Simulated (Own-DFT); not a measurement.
# How much smaller does PBEsol make it? zincblende InGaAs with randomly placed atoms, 64 atoms (As32Ga24In8)

Everything here is calculated. The program is Own-DFT (plane waves, in-house, since retired, never reviewed by a person); positions were held fixed, and spin and spin-orbit coupling were off.

Known weak points: forces on such cells passed a denser k mesh, each cell not checked; stress not checked against mesh or cutoff.

Each geometry was run with PBE and with PBEsol, otherwise alike: PseudoDojo norm-conserving scalar-relativistic files made for PBE; cutoff 42 hartree; 3 x 3 x 3 k mesh centred on Gamma; Fermi-Dirac smearing of 0.1 eV. Unstrained cell vectors in Å: (11.509, 0.000, 0.000); (0.000, 11.509, 0.000); (0.000, 0.000, 11.509). Each has a uniform strain, of which the change of volume is shown, and random moves of rms u per axis. The random placing of the alloy's atoms differs from row to row.

| run | volume change (%) | u (Å) | P with PBE (GPa) | P with PBEsol (GPa) |
|---|---|---|---|---|
| 1 | -1.11 | 0.0488 | 5.66 | 2.58 |
| 2 | -0.22 | 0.0506 | 5.09 | 2.06 |
| 3 | -2.52 | 0.0504 | 7.06 | 3.89 |
| 4 | 1.34 | 0.0505 | 3.93 | 0.99 |
| 5 | 0.58 | 0.0531 | 4.51 | 1.53 |
| 6 | -3.47 | 0.0451 | 7.76 | 4.54 |
| 7 | 4.22 | 0.0523 | 2.36 | -0.43 |
| 8 | -0.99 | 0.0527 | 5.86 | 2.78 |
| 9 | -1.09 | 0.0483 | 5.90 | ? |

Question: by how much does PBEsol shrink this cell, and what belongs in the blank?

## Working it out

Write v for the change of volume as a fraction. Fitted to v and u², the PBE pressure has a slope of -70 ± 5 GPa in v, with the ions held to the strained lattice. The difference PBEsol less PBE is -3.02 + 5.7 v GPa (slope ± 0.1) and averages -3.04 GPa. Divided by the mean slope of the two, 68 GPa, that makes PBEsol's volume at a given pressure, near 4 GPa, about 4.5 % smaller, or 1.50 % in lengths. At one volume PBEsol's slope is the smaller by 6 GPa, but its pressure there is lower too. If stiffness rises by about 4 GPa for each GPa, PBEsol at equal pressure is stiffer by about 6 GPa. Files made for PBEsol would give a different shift.

For run 9 the line gives 2.82 GPa. The run itself gave 2.82 GPa.
